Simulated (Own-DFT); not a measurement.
Simulation results for AlGa$_{3}$N$_{4}$ (wurtzite random alloy, strained, atoms displaced)

All values are calculated (Own-DFT development build). A calculation, not a measurement: plane-wave PBE density functional theory by an unreviewed code, no spin, of a simulated periodic cell, stress positive in tension, free energy of the whole cell less one offset for each atom, forces on such cells passed a denser k mesh, this cell's mesh not checked; offsets are fitted by least squares, one for each functional and potential file, so energies compare only between cells with the same atoms and settings and are not formation energies; the far tail of each file's local potential was reset to the Coulomb form; each entry is a single point on an unrelaxed cell, so the pressure reflects the starting lattice, mostly measured values, from which strain is counted, and rises with the displacements; printed positions are rounded, which can move forces by about a meV/angstrom; the program is a retired in-house code; no spin-orbit coupling.

```xyz
72
Lattice="9.4617 0.0000 0.0000 -4.7309 8.1941 0.0000 0.0000 0.0000 10.2685" Properties=species:S:1:pos:R:3:force_x:R:1:force_y:R:1:force_z:R:1 formula=AlGa3N4 functional=PBE potential_files=PseudoDojo_norm-conserving,scalar-relativistic,standard_set_with_the_stringent_files_for_Ga wave_cutoff=96 occupations=Gaussian smearing_width=0.01 k_mesh=4_x_4_x_3_centred_on_Gamma free_energy_of_cell_above_offsets=-8.768 pressure=9.2 stress_xx=-8.81 stress_yy=-9.56 stress_zz=-9.24 stress_yz=0.95 stress_xz=0.67 stress_xy=-0.54
Ga     0.0046     1.8441     0.1051     -0.228     -0.197     -2.833
Ga     1.6049     0.8905     2.5306     -0.112      0.511      1.187
N      0.0128     1.8273     1.9349      0.649       1.21      1.477
N      1.6406     0.8735     4.5114     -1.843       0.62      0.068
Al    -0.0067     1.8616     5.1275      0.654     -1.329      0.328
Ga     1.6071     0.8436     7.7068     -0.685      0.316     -0.777
N      0.0124     1.8216     7.0573     -0.613      0.173     -0.167
N      1.6495     0.8662     9.6324     -2.114      0.088     -0.262
Ga    -1.6209     4.5105    10.2228       1.42      1.536      1.054
Al     0.0766     3.6584     2.5531     -2.556     -0.795      0.772
N     -1.5384     4.5429     1.9425       0.42     -0.351     -0.088
N     -0.0301     3.5672     4.4657        0.2      1.395     -0.278
Al    -1.4766     4.6204     5.1035     -1.649     -1.371      0.385
Al    -0.0311     3.6533     7.7324      0.922     -0.317     -0.919
N     -1.5984     4.5403     7.1308      2.817      0.972     -2.202
N     -0.0354     3.6649     9.5827      1.257     -0.424      0.963
Al    -3.1078     7.3150    10.1952      -0.41     -0.779      1.168
Ga    -1.6382     6.3584     2.6341       0.61      0.118     -2.683
N     -3.1657     7.3447     1.9140     -0.232      -1.94     -1.102
N     -1.5942     6.3876     4.4566       1.06     -0.209      2.537
Al    -3.1045     7.3126     5.0334     -1.074     -0.913      1.624
Ga    -1.5908     6.3722     7.7937      0.231      0.034     -2.103
N     -3.1973     7.1893     7.0418      0.945      1.038     -1.058
N     -1.5681     6.4136     9.6005     -0.567     -0.315       2.57
Ga     3.0880     1.8133    10.2041      2.136      1.371      0.701
Ga     4.7795     0.9465     2.5735      -1.22     -1.001      0.211
N      3.1292     1.7751     1.8963      0.616      0.968     -0.217
N      4.6917     0.9617     4.5047      1.624     -1.428      0.502
Ga     3.1549     1.8550     5.2003      0.041     -1.873     -0.869
Ga     4.6343     0.9273     7.7449      2.585     -0.734     -0.447
N      3.2009     1.8144     7.0567     -1.956      0.052      0.844
N      4.7174     0.8243     9.6456     -0.218      2.551      -0.06
Ga     1.6341     4.5029     0.1824     -1.122      1.241     -3.898
Ga     3.1130     3.6100     2.5657      0.648     -0.877      0.409
N      1.5227     4.5504     1.9926      0.861      -0.32      1.033
N      3.0720     3.5399     4.5335      1.573      1.971     -1.411
Ga     1.6618     4.5909     5.0725     -1.769     -2.332      1.459
Ga     3.1079     3.6484     7.5884      0.093      -0.18      1.821
N      1.5806     4.5353     7.0061     -1.769      0.041      0.293
N      3.1455     3.7637     9.5892      0.308     -1.686      0.182
Ga     0.0568     7.3199     0.0409     -0.597     -2.004      0.026
Ga     1.6231     6.3355     2.6349     -0.774      1.335     -0.909
N     -0.0054     7.2439     1.9595      0.412      0.357      0.703
N      1.6374     6.2913     4.5349     -1.119      3.184     -0.322
Al    -0.0062     7.2236     5.1191      0.354      1.539      0.593
Ga     1.6158     6.3821     7.6260     -1.084      -0.82      1.273
N     -0.0027     7.2737     7.1527     -0.453     -0.051     -2.502
N      1.5816     6.3938     9.6031     -0.586     -1.326      0.171
Ga     6.2787     1.7984     0.0099     -0.503      0.574     -0.397
Ga     7.9665     0.9337     2.5979     -1.555      -0.82     -1.019
N      6.2775     1.8602     1.9264      1.268     -1.533      0.013
N      7.8719     0.8713     4.4910      0.167      2.653      0.247
Al     6.2913     1.8911     5.1143     -0.369     -0.376     -0.297
Al     7.8866     0.8862     7.6405     -0.514      0.812      0.869
N      6.2670     1.8181     6.9793      1.124     -0.342      1.049
N      7.8508     1.0029     9.7063      1.019      -1.44     -1.976
Ga     4.7820     4.5773    10.2629     -1.232      0.534     -0.483
Ga     6.3271     3.5966     2.5112      0.003      1.673      1.269
N      4.6814     4.4937     1.9106      0.394      0.231       0.37
N      6.3283     3.6895     4.4906      0.565      -0.19      0.471
Ga     4.6696     4.6114     5.1535      0.889     -2.467     -0.203
Ga     6.3834     3.6990     7.6470     -2.725     -2.131      0.833
N      4.6897     4.4678     7.0510      0.932      1.312      0.541
N      6.3043     3.6727     9.6911     -0.668     -1.069     -1.524
Ga     3.0802     7.2479    10.2594      0.722      1.478     -1.265
Ga     4.6898     6.3241     2.4646      1.053      0.282      1.158
N      3.1555     7.2153     1.8262     -0.489      1.082      2.666
N      4.7653     6.3105     4.5781      0.196      2.846     -2.069
Ga     3.2096     7.3635     5.1033      0.061     -2.204      0.858
Ga     4.7186     6.3532     7.7393     -0.491     -0.504     -0.544
N      3.1291     7.2658     7.0447      1.189       1.37      0.097
N      4.7182     6.4877     9.6586      1.277     -0.821      0.084
```

Units: wave_cutoff in hartree; smearing_width, free_energy_of_cell_above_offsets in eV; pressure, stress_xx, stress_yy, stress_zz, stress_yz, stress_xz, stress_xy in GPa; force_x, force_y, force_z in eV/Å.
